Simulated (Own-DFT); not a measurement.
Si3N4 (beta silicon nitride, strained, atoms displaced) (calculated)

Computed with Own-DFT development build. A calculation, not a measurement: plane-wave PBE density functional theory by an unreviewed code, no spin, of a simulated periodic cell, stress positive in tension, free energy of the whole cell less one offset for each atom, forces on such cells moved up to 12 meV/angstrom on a denser k mesh; offsets are fitted by least squares, one for each functional and potential file, so energies compare only between cells with the same atoms and settings and are not formation energies; the far tail of each file's local potential was reset to the Coulomb form; each entry is a single point on an unrelaxed cell, so the pressure reflects the starting lattice, mostly measured values (interpolated for alloys), from which strain is counted, and rises with the displacements; printed positions are rounded, which can move forces by about a meV/angstrom; the program, named Own-DFT, is a retired in-house code; no spin-orbit coupling; before rounding, a Quantum ESPRESSO 7.3.1 run of the same cell and cutoff gave forces within 1 meV/angstrom rms on each cell, which checks the program and not the settings.

Common to all runs: functional PBE; potential files PseudoDojo norm-conserving, scalar-relativistic, standard set; wave cutoff 42 hartree; occupations Fermi-Dirac; smearing width 0.1 eV; k mesh 2 x 2 x 4 centred on Gamma.

(1) 
```xyz
112
Lattice="15.0556 0.1230 -0.2037 -7.4213 13.1732 0.3326 -0.0779 0.1019 5.7285" Properties=species:S:1:pos:R:3:force_x:R:1:force_y:R:1:force_z:R:1 formula=Si3N4 free_energy_of_cell_above_offsets=-0.636 pressure=15.88 stress_xx=-13.82 stress_yy=-6.53 stress_zz=-27.3 stress_yz=8.78 stress_xz=-4.69 stress_xy=2.44
Si    -1.5724     5.0606     0.8130      0.941      2.374      2.129
Si     0.2449     2.6344     0.7710     -1.871      3.869     -2.489
Si     1.4380     5.4780     0.7622     -2.996     -0.727      3.922
Si     5.3041     1.4887     2.1900      0.417      4.721     -3.276
Si     3.5043     4.0153     2.1936       1.79     -1.014     -0.117
Si     2.3742     1.3003     2.1802      1.503     -1.695     -0.191
N      2.3841     0.2901     0.7669     -0.631     -2.818      1.372
N      6.1375     2.1307     0.6207      0.343     -1.652      1.611
N      2.7890     4.5074     0.7800      0.355      -0.39     -2.275
N      1.4505     6.4386     2.2996      0.563        2.4      -3.33
N     -2.4147     4.6418     2.2862     -1.389     -0.231     -2.145
N      1.0005     2.2324     2.1201      0.363     -0.256      4.369
N     -0.0244     4.4588     0.8299      2.719     -1.668     -0.277
N      3.7614     2.3393     2.1241     -0.215      -2.41      0.889
Si    -1.6529     5.1251     3.6708      3.373      0.013      0.625
Si     0.1590     2.5901     3.7087      0.494      6.756     -7.182
Si     1.4304     5.5356     3.6357     -4.186     -1.656      2.599
Si     5.3480     1.6845     4.8873     -3.861      1.373      4.847
Si     3.4570     4.1497     4.9608      4.604     -3.348      5.247
Si     2.3774     1.1882     5.0832      0.185      2.116     -3.476
N      2.2516     0.1858     3.5076      0.639       5.87      1.822
N      6.1293     2.0925     3.5691      3.084        0.3     -3.817
N      2.7517     4.5013     3.6091     -2.831      1.058     -2.764
N      1.3588     6.4891     5.1623       0.81       2.18     -3.862
N     -2.4143     4.6862     5.1306     -0.674       0.12      0.078
N      0.9157     2.2985     4.9953      4.397     -3.116      6.649
N     -0.0425     4.4518     3.7125      1.201       -0.8     -0.337
N      3.6765     2.3357     5.0812      0.323      0.709     -1.224
Si    -5.3249    11.6785     1.0896      4.117        1.3     -4.636
Si    -3.5077     9.3339     0.9052      0.663     -1.062     -2.812
Si    -2.2608    12.1810     0.9654     -2.974     -4.126     -2.951
Si     1.6429     8.2157     2.2779     -0.956     -0.937      0.551
Si    -0.1642    10.6440     2.2778      3.018      -4.39      4.938
Si    -1.3904     7.7860     2.3315      2.375      1.061     -0.562
N     -1.3292     6.9208     0.9152     -0.596     -4.232     -1.671
N      2.4543     8.6940     0.8732      1.227      -0.08     -0.764
N     -0.9579    11.0645     1.0156     -1.809      1.958     -6.666
N     -2.3434    13.0135     2.3451      0.602      2.517       1.87
N     -6.0320    11.2030     2.4128      -4.01     -1.459      4.134
N     -2.7205     8.7711     2.2913      -1.37      0.824      1.021
N     -3.6839    10.9833     0.9281      0.244      3.518      0.514
N      0.0257     8.8189     2.2613       0.22      2.156      0.649
Si    -5.3126    11.7583     3.9156      3.138     -2.514     -3.683
Si    -3.6190     9.2740     3.6730      1.022      2.617      1.061
Si    -2.3418    12.1614     3.7694     -1.132     -2.197      2.948
Si     1.6120     8.2175     5.1025       0.14      0.701      1.756
Si    -0.2464    10.7061     5.1470      1.932     -3.976      4.905
Si    -1.3030     7.7559     5.1369     -0.921      4.022       0.04
N     -1.2979     6.8240     3.6969       -0.9     -0.486      1.451
N      2.5446     8.6958     3.7537     -4.641     -1.977     -1.758
N     -0.9205    11.1160     3.7864     -2.367      2.523     -3.996
N     -2.4141    13.2082     5.2676       0.82     -2.424     -1.721
N     -6.0780    11.3299     5.2390     -3.928     -1.555      4.612
N     -2.8182     8.9582     5.0874      3.009     -2.352      2.802
N     -3.6729    11.1083     3.7939     -1.237      -1.16     -0.363
N      0.0750     8.9406     5.1305     -1.986     -0.023     -0.178
Si     5.9254     5.1486     0.7883      0.084     -1.238     -1.818
Si     7.7781     2.6754     0.5855     -3.359      4.254     -0.026
Si     8.9799     5.4104     0.6164     -4.447      3.132      3.572
Si    12.9756     1.6675     2.0432     -6.025         -1     -2.025
Si    11.0672     4.0071     2.0291     -0.167      1.798      2.415
Si     9.8355     1.1692     2.0115      1.613      6.026     -1.837
N      9.9099     0.2439     0.6309     -0.181      0.016     -1.925
N     13.7020     2.1303     0.6657      0.963     -0.182     -4.242
N     10.2914     4.4974     0.5971       2.35     -1.649      1.238
N      8.9234     6.5012     2.1137      0.819      0.834     -1.629
N      5.0651     4.6581     2.2793      0.071      0.747      -4.48
N      8.5376     2.3949     1.9935      1.875     -2.665      2.815
N      7.5040     4.5557     0.6809      0.918     -3.345     -0.246
N     11.2695     2.3919     2.0304      1.018     -5.094      0.037
Si     5.8855     5.2494     3.5587      4.724      0.108     -0.952
Si     7.7895     2.8273     3.5186     -2.047      2.378     -2.266
Si     8.9357     5.6065     3.5481     -1.698     -0.837     -0.097
Si    12.7795     1.7585     4.8853      1.482     -0.313      0.192
Si    11.1111     4.1340     5.0152      -1.77     -0.019     -3.454
Si     9.9351     1.3256     4.9241     -0.106      0.603     -0.394
N      9.8568     0.4470     3.4222     -0.272     -4.827      4.057
N     13.7144     2.1796     3.3552     -2.645     -1.712      4.755
N     10.2847     4.5371     3.5132       0.54     -0.106      0.099
N      8.8679     6.4506     5.0346      0.776      4.923     -3.047
N      5.1089     4.8344     4.8546     -4.323     -1.932      7.798
N      8.5395     2.3487     4.9287       1.11     -1.208      0.144
N      7.5002     4.5439     3.4837      0.577      -0.67      0.461
N     11.2555     2.4452     4.9539     -0.127     -1.465     -0.186
Si     2.2563    11.7075     0.8699      1.581      0.254     -0.655
Si     4.0860     9.3773     0.9167     -1.544      0.219     -2.942
Si     5.1485    12.2409     0.8775      1.213      -5.26     -1.901
Si     9.1776     8.2634     2.0429     -3.093     -2.722      4.811
Si     7.3433    10.6706     2.2364      2.755     -1.991      2.262
Si     6.2017     7.8632     2.1478      1.558     -0.954      2.317
N      6.1478     6.8589     0.6998     -0.676     -1.057      4.941
N      9.9984     8.7042     0.7694      1.493      0.938     -4.585
N      6.6489    11.0866     0.8441     -3.328      2.619     -2.667
N      5.2010    13.0862     2.2188      0.691       3.39      4.606
N      1.4588    11.3262     2.2610     -2.081     -0.758      2.133
N      4.8302     8.8963     2.3357      1.423      -0.68     -2.041
N      3.8514    11.1126     0.8718      0.404     -0.779      0.111
N      7.5806     8.9313     2.2384      -0.64      0.172     -0.399
Si     2.1731    11.7571     3.7359      2.646      0.695      1.009
Si     4.0065     9.3438     3.6850      1.559      2.338      1.117
Si     5.1223    12.1803     3.6785      1.215     -0.312      1.606
Si     9.0446     8.3771     4.9537      0.444     -3.973      4.144
Si     7.3048    10.7475     5.0693      3.745     -2.439      4.792
Si     6.0995     7.8889     5.1450      1.425      1.817     -5.399
N      6.1587     6.8900     3.6427     -0.078      3.316     -0.725
N      9.9013     8.6975     3.6495       1.54      0.802     -4.889
N      6.5748    11.1357     3.7419     -3.117      2.589     -5.058
N      5.1308    13.1864     5.2086      0.439      1.718     -3.737
N      1.3623    11.3256     5.2078     -0.077      0.845     -1.263
N      4.6978     8.8863     5.1014      1.858     -0.206       3.49
N      3.8869    11.0597     3.7820     -3.174      1.578      -0.59
N      7.5399     8.9782     5.1484     -3.082       0.96     -0.335
```

Units: free_energy_of_cell_above_offsets in eV; pressure, stress_xx, stress_yy, stress_zz, stress_yz, stress_xz, stress_xy in GPa; force_x, force_y, force_z in eV/Å.

(2) 
```xyz
112
Lattice="15.3327 0.1326 0.2967 -7.5515 13.2939 -0.0943 0.1135 0.0239 5.9173" Properties=species:S:1:pos:R:3:force_x:R:1:force_y:R:1:force_z:R:1 formula=Si3N4 free_energy_of_cell_above_offsets=-6.307 pressure=-0.52 stress_xx=1.61 stress_yy=-0.12 stress_zz=0.07 stress_yz=1.95 stress_xz=7.26 stress_xy=2.54
Si    -1.5496     5.2624     0.7158      1.821     -5.834      2.657
Si     0.2359     2.6581     0.7108      0.929      2.528      1.877
Si     1.4793     5.5469     0.7663     -1.992     -1.121       2.29
Si     5.5807     1.5410     2.3695     -2.398      1.544     -0.324
Si     3.6583     3.9492     2.2843     -0.218      1.307       0.59
Si     2.4828     1.1158     2.3451     -1.402      2.955     -3.141
N      2.3894     0.1083     0.8178      1.067      7.193     -0.032
N      6.2981     2.0771     0.8999      0.969     -0.148     -1.393
N      2.7476     4.4426     0.7552      2.642     -0.605       2.65
N      1.5809     6.5630     2.3022      0.004     -1.719     -1.518
N     -2.3216     4.6633     2.2016     -0.999      0.476      1.152
N      1.0672     2.3306     2.2258      1.122     -1.932      0.763
N      0.0972     4.4915     0.7228     -1.616     -0.311     -0.077
N      3.8370     2.2533     2.3021      2.176     -1.352      0.371
Si    -1.4893     5.1739     3.8175      0.714      -0.43     -3.632
Si     0.2453     2.7831     3.7865      1.881      -0.42     -2.074
Si     1.5105     5.6115     3.7291      0.111      -2.21      0.607
Si     5.5715     1.6033     5.2653     -1.147      0.116      1.862
Si     3.6621     3.9739     5.2784      0.412     -0.185     -1.486
Si     2.6483     1.1749     5.2843     -5.228      -2.67     -0.868
N      2.4894     0.1899     3.6999      0.444      0.714      3.244
N      6.4168     2.0945     3.8369      -0.55     -0.998      0.015
N      2.9819     4.5548     3.7934     -1.529      0.151     -0.844
N      1.5674     6.4212     5.2678        0.2      3.707     -1.891
N     -2.2207     4.7072     5.2623     -3.827     -1.028     -1.108
N      1.1495     2.2142     5.1923      0.843     -0.641     -0.288
N      0.1020     4.5031     3.6425      0.592      1.003      0.871
N      3.8564     2.2064     5.3234      5.079      2.698     -0.385
Si    -5.3927    11.8495     0.6874      2.671     -5.613      0.917
Si    -3.5128     9.3550     0.7401     -1.188      0.859     -2.055
Si    -2.2731    12.2260     0.7012     -1.894     -4.675        1.9
Si     1.8829     8.2206     2.1459     -5.545      0.042      8.383
Si    -0.1146    10.6348     2.2820      0.978     -0.097     -1.652
Si    -1.3793     7.8497     2.2090      2.848       1.65      1.365
N     -1.3476     6.8461     0.8084       0.27      3.512     -0.728
N      2.4385     8.6304     0.7750      6.154      3.302     -4.338
N     -0.8854    11.0603     0.6849     -3.896      3.777      7.236
N     -2.3406    13.1542     2.1627      1.122      -0.26      1.545
N     -6.1194    11.3562     2.1446     -1.892     -1.541      1.618
N     -2.7771     8.8251     2.1530      0.595     -0.365      1.999
N     -3.7066    11.0497     0.6632     -0.034      2.708      0.676
N      0.0896     8.9893     2.2457      0.612     -3.531     -0.334
Si    -5.2966    11.8025     3.6549      0.723     -0.972     -1.189
Si    -3.5332     9.3587     3.6712       1.52      0.487      1.068
Si    -2.2793    12.1688     3.6429     -1.021     -0.963      1.239
Si     1.8075     8.2513     5.2498     -3.728     -0.681     -1.901
Si    -0.0279    10.7700     5.3007      2.045     -4.786     -7.431
Si    -1.1547     7.7132     5.2006     -1.069      5.565      0.621
N     -1.2623     6.9227     3.7402     -0.677     -1.795     -1.734
N      2.5990     8.6816     3.7937      1.985      0.857     -1.537
N     -0.8921    11.1216     3.6816     -0.492      1.806      2.012
N     -2.2107    13.1504     5.2683      0.401      1.935     -4.556
N     -6.0075    11.4020     5.1680     -2.631     -1.175     -1.727
N     -2.6088     8.9710     5.1886      0.297     -2.296     -1.503
N     -3.7017    11.1094     3.6704      0.762      0.334     -0.346
N      0.0757     8.9458     5.1693      2.838     -0.643      0.614
Si     6.0480     5.1370     0.8803       1.64      1.211     -0.736
Si     7.9675     2.6900     0.8716     -2.691      3.549      3.688
Si     9.1949     5.5365     0.9526     -3.182      2.521      0.626
Si    13.1069     1.6711     2.3720      3.005      -0.03      4.495
Si    11.4135     4.0582     2.4721      1.274      0.522     -0.205
Si    10.1304     1.3453     2.4135      2.407     -2.583     -0.042
N     10.1554     0.2833     0.8885     -0.484      1.073      1.183
N     13.9931     2.1154     1.0687     -0.568      -0.19     -3.057
N     10.5121     4.5383     1.0085      1.539     -1.182      0.224
N      9.1901     6.5074     2.4350      0.205      1.784     -0.544
N      5.3344     4.7813     2.4290     -2.152     -1.071     -2.498
N      8.7261     2.2353     2.4426     -0.712      0.821     -1.065
N      7.7583     4.5820     0.9677     -0.789     -2.809     -0.922
N     11.6058     2.3203     2.4513     -3.444      1.168     -0.438
Si     6.1675     5.2330     3.8334      -0.77     -0.358      0.883
Si     8.0284     2.7850     3.9507     -1.555      2.066     -1.711
Si     9.1819     5.6522     3.9183     -0.759     -0.981     -0.109
Si    13.2009     1.6551     5.4578      1.682      0.669      -0.41
Si    11.3378     4.1111     5.4512      2.866     -1.646     -1.558
Si    10.2109     1.2153     5.3329      1.515       0.97       0.49
N     10.1671     0.3254     3.8940     -0.375     -1.123     -1.538
N     14.0692     2.1737     4.0600     -2.119     -0.825      -1.43
N     10.5419     4.5016     3.8920      -0.22      0.578       1.96
N      9.2566     6.6040     5.4067      0.425     -2.142     -0.179
N      5.2649     4.6684     5.2465      1.752      0.956      1.787
N      8.8173     2.2982     5.3928      1.526     -1.143     -1.903
N      7.7262     4.5618     3.8628      2.252     -0.656      0.818
N     11.6189     2.2945     5.3460     -1.529      1.671       0.77
Si     2.2999    11.8819     0.8085     -0.285     -1.235     -0.887
Si     4.2137     9.4851     0.7903     -2.093     -1.365      2.801
Si     5.2805    12.2985     0.8850      1.996     -1.345      0.984
Si     9.2859     8.3458     2.3412      4.001     -2.688      1.993
Si     7.6011    10.5925     2.4301      0.531      4.134     -0.629
Si     6.3251     7.8718     2.4052      1.388      1.041      -4.81
N      6.3496     6.9641     0.8285     -1.146     -0.357      0.135
N     10.1847     8.7796     0.9786      0.393     -0.268     -1.395
N      6.7928    11.1514     0.9934     -1.902      1.098     -1.454
N      5.4537    13.2843     2.4399     -1.067     -2.455     -1.819
N      1.5083    11.4001     2.2552     -0.048      0.229      0.714
N      4.9416     8.9011     2.3806        0.5      0.081      -2.64
N      3.8818    11.1214     0.8380      1.021      2.353     -0.001
N      7.7924     8.9608     2.2806      -3.39     -1.566      1.268
Si     2.4351    11.8031     3.7057     -1.984      1.045      0.829
Si     4.2937     9.4121     3.8323     -4.676      1.484     -1.179
Si     5.3529    12.1971     3.7947       2.61      2.405      1.345
Si     9.5213     8.2826     5.3604     -1.087      1.482       1.98
Si     7.7564    10.7385     5.4006     -1.566      1.222     -0.021
Si     6.4024     7.9620     5.2230      2.452      0.456      3.573
N      6.3678     7.0268     3.8074     -0.096      -2.32      1.646
N     10.2376     8.7624     3.9222     -0.428      -0.02     -1.899
N      6.7927    11.2226     3.8116      0.699     -1.073      2.291
N      5.5465    13.2248     5.3310     -0.902     -1.466      -0.22
N      1.5796    11.3653     5.2238      1.234      1.167     -0.011
N      4.9655     8.9649     5.2744      2.505     -1.203      0.231
N      4.0164    11.2042     3.7682     -0.196     -2.031      0.057
N      7.8984     9.0430     5.4326     -1.058     -1.848     -1.509
```

Units: free_energy_of_cell_above_offsets in eV; pressure, stress_xx, stress_yy, stress_zz, stress_yz, stress_xz, stress_xy in GPa; force_x, force_y, force_z in eV/Å.
